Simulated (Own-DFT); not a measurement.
# Computed records: SiC (3C silicon carbide, atoms displaced)

A calculation, not a measurement: plane-wave PBE density functional theory by an unreviewed code, no spin, of a simulated periodic cell, stress positive in tension, free energy of the whole cell less one offset for each atom, forces on such cells passed a denser k mesh, this cell's mesh not checked; offsets are fitted by least squares, one for each functional and potential file, so energies compare only between cells with the same atoms and settings and are not formation energies; the far tail of each file's local potential was reset to the Coulomb form; each entry is a single point on an unrelaxed cell, so the pressure reflects the starting lattice, mostly measured values (interpolated for alloys), from which strain is counted, and rises with the displacements; printed positions are rounded, which can move forces by about a meV/angstrom; the program, named Own-DFT, is a retired in-house code; no spin-orbit coupling. Program: Own-DFT development build.

## SiC (3C silicon carbide, atoms displaced)

```
cell vectors (Å)
   8.7192     0.0000     0.0000
   0.0000     8.7192     0.0000
   0.0000     0.0000     8.7192
atoms (fractions of the cell vectors)
Si  0.00848  0.99444  0.00342
Si  0.99904  0.24852  0.25097
Si  0.25346  0.00279  0.24329
Si  0.24877  0.24607  0.99743
C   0.12378  0.12742  0.12782
C   0.12142  0.37653  0.37787
C   0.37546  0.12891  0.37791
C   0.37800  0.37761  0.13042
Si  0.00893  0.00512  0.50126
Si  0.99788  0.24518  0.74449
Si  0.25253  0.99546  0.74888
Si  0.24688  0.25284  0.50286
C   0.12791  0.12027  0.62696
C   0.12568  0.38405  0.88346
C   0.37110  0.12433  0.87610
C   0.36912  0.37343  0.61901
Si  0.00132  0.50186  0.99037
Si  0.00197  0.74931  0.25434
Si  0.25985  0.50385  0.25549
Si  0.24823  0.74768  0.99272
C   0.12577  0.61674  0.12481
C   0.12490  0.87266  0.38290
C   0.37623  0.62061  0.37177
C   0.37516  0.87194  0.12461
Si  0.99791  0.50296  0.50266
Si  0.99627  0.75492  0.75804
Si  0.24867  0.50205  0.75466
Si  0.24924  0.75057  0.50547
C   0.12580  0.62384  0.62214
C   0.12497  0.87861  0.88177
C   0.37343  0.62283  0.88003
C   0.37041  0.86834  0.62650
Si  0.49764  0.00224  0.00198
Si  0.50058  0.24768  0.25087
Si  0.74865  0.99610  0.25440
Si  0.74774  0.25132  0.00002
C   0.62514  0.12718  0.12037
C   0.62065  0.37591  0.37608
C   0.86961  0.12592  0.37467
C   0.87421  0.37117  0.12689
Si  0.49679  0.99491  0.50276
Si  0.50417  0.25122  0.74932
Si  0.74516  0.99617  0.75606
Si  0.74942  0.24835  0.50356
C   0.62481  0.12627  0.62442
C   0.62219  0.37260  0.87104
C   0.87775  0.12828  0.87290
C   0.87526  0.37339  0.62272
Si  0.49685  0.50006  0.00455
Si  0.49756  0.74984  0.24734
Si  0.74775  0.49953  0.25244
Si  0.75070  0.74641  0.99554
C   0.62433  0.62828  0.12544
C   0.61893  0.87814  0.37619
C   0.87162  0.62286  0.36609
C   0.86728  0.88468  0.12388
Si  0.49665  0.50278  0.50189
Si  0.50042  0.75036  0.74487
Si  0.75383  0.49647  0.75295
Si  0.74983  0.75369  0.49704
C   0.62942  0.62026  0.62483
C   0.62710  0.87417  0.87789
C   0.87063  0.62486  0.87648
C   0.87422  0.87772  0.62202
```

Settings of this run: functional PBE, potential files PseudoDojo norm-conserving, scalar-relativistic, standard set, wave cutoff 42 hartree, occupations Fermi-Dirac, smearing width 0.1 eV, hardware one NVIDIA H100 and k mesh 4 x 4 x 4 centred on Gamma.

Results for SiC (3C silicon carbide, atoms displaced): free energy of cell above offsets -8.782 eV; pressure 3.99 GPa; stress xx -4.15 GPa; stress yy -4 GPa; stress zz -3.84 GPa; stress yz -1.08 GPa; stress xz 0.14 GPa; stress xy -0.11 GPa; wall time 379.8 s.

Force:
| element | x (eV/Å) | y (eV/Å) | z (eV/Å) |
| --- | --- | --- | --- |
| Si | -2.491 | 2.307 | 0.456 |
| Si | -0.381 | 0.746 | 0.211 |
| Si | -0.324 | -0.427 | 1.82 |
| Si | -0.069 | 1.677 | 1.211 |
| C | 0.523 | -0.606 | -0.523 |
| C | 0.497 | -0.038 | -0.217 |
| C | -0.405 | -1.08 | -0.216 |
| C | -0.492 | -1.146 | -0.734 |
| Si | -2.226 | -0.875 | -0.477 |
| Si | 0.666 | 0.959 | 1.152 |
| Si | -0.512 | 0.732 | 0.72 |
| Si | -0.104 | -0.548 | -1.002 |
| C | 0.414 | 0.88 | 0.191 |
| C | 0.44 | -2.549 | -2.522 |
| C | 0.788 | -0.223 | -0.818 |
| C | 1.004 | 0.876 | 2.085 |
| Si | -1.132 | -0.242 | 3.349 |
| Si | -0.29 | 0.041 | -1.247 |
| Si | -2.721 | -1.816 | -1.328 |
| Si | 0.123 | -0.284 | 2.264 |
| C | 0.103 | 1.772 | -0.016 |
| C | 0.635 | 0.621 | -1.453 |
| C | 0.52 | 2.376 | 1.714 |
| C | -0.465 | 0.442 | -0.653 |
| Si | -0.139 | -0.351 | -1.095 |
| Si | 0.22 | -0.379 | -1.842 |
| Si | 0.219 | -0.598 | -0.952 |
| Si | -0.251 | -1.087 | -1.557 |
| C | -0.577 | 0.642 | 1.743 |
| C | 0.553 | -1.149 | -1.646 |
| C | 0.718 | 0.544 | -1.519 |
| C | 1.002 | 0.892 | 0.148 |
| Si | 0.503 | -0.498 | -0.13 |
| Si | 0.248 | 0.542 | 0.033 |
| Si | -0.62 | 1.517 | -0.729 |
| Si | 0.862 | -0.213 | -0.164 |
| C | -0.389 | -0.699 | 1.141 |
| C | 0.632 | -0.217 | 0.457 |
| C | 1.225 | -0.388 | 0.538 |
| C | -0.177 | 0.988 | -0.826 |
| Si | -0.078 | 1.547 | -0.247 |
| Si | -1.607 | -0.32 | -0.664 |
| Si | 1.329 | 1.252 | -1.16 |
| Si | -0.456 | 0.517 | -1.104 |
| C | -0.443 | -1.136 | 0.695 |
| C | 0.453 | 1.021 | 1.134 |
| C | -0.31 | -1.123 | 0.593 |
| C | 0.155 | 0.278 | 0.576 |
| Si | 0.759 | -0.158 | -0.396 |
| Si | 0.38 | -0.038 | 0.485 |
| Si | -0.206 | -0.714 | -0.951 |
| Si | -0.642 | 1.06 | 1.798 |
| C | 0.202 | -0.579 | -0.308 |
| C | 0.286 | -0.982 | -0.141 |
| C | 0.464 | 0.866 | 2.023 |
| C | 1.739 | -2.276 | -0.103 |
| Si | 0.606 | -1.011 | -0.33 |
| Si | 0.605 | -1.034 | 1.518 |
| Si | -0.885 | -0.062 | -0.776 |
| Si | 0.154 | -0.826 | 0.05 |
| C | -0.486 | 0.918 | 0.012 |
| C | -1.378 | -0.242 | -0.484 |
| C | 0.992 | -0.06 | -0.608 |
| C | 0.237 | -0.04 | 0.819 |
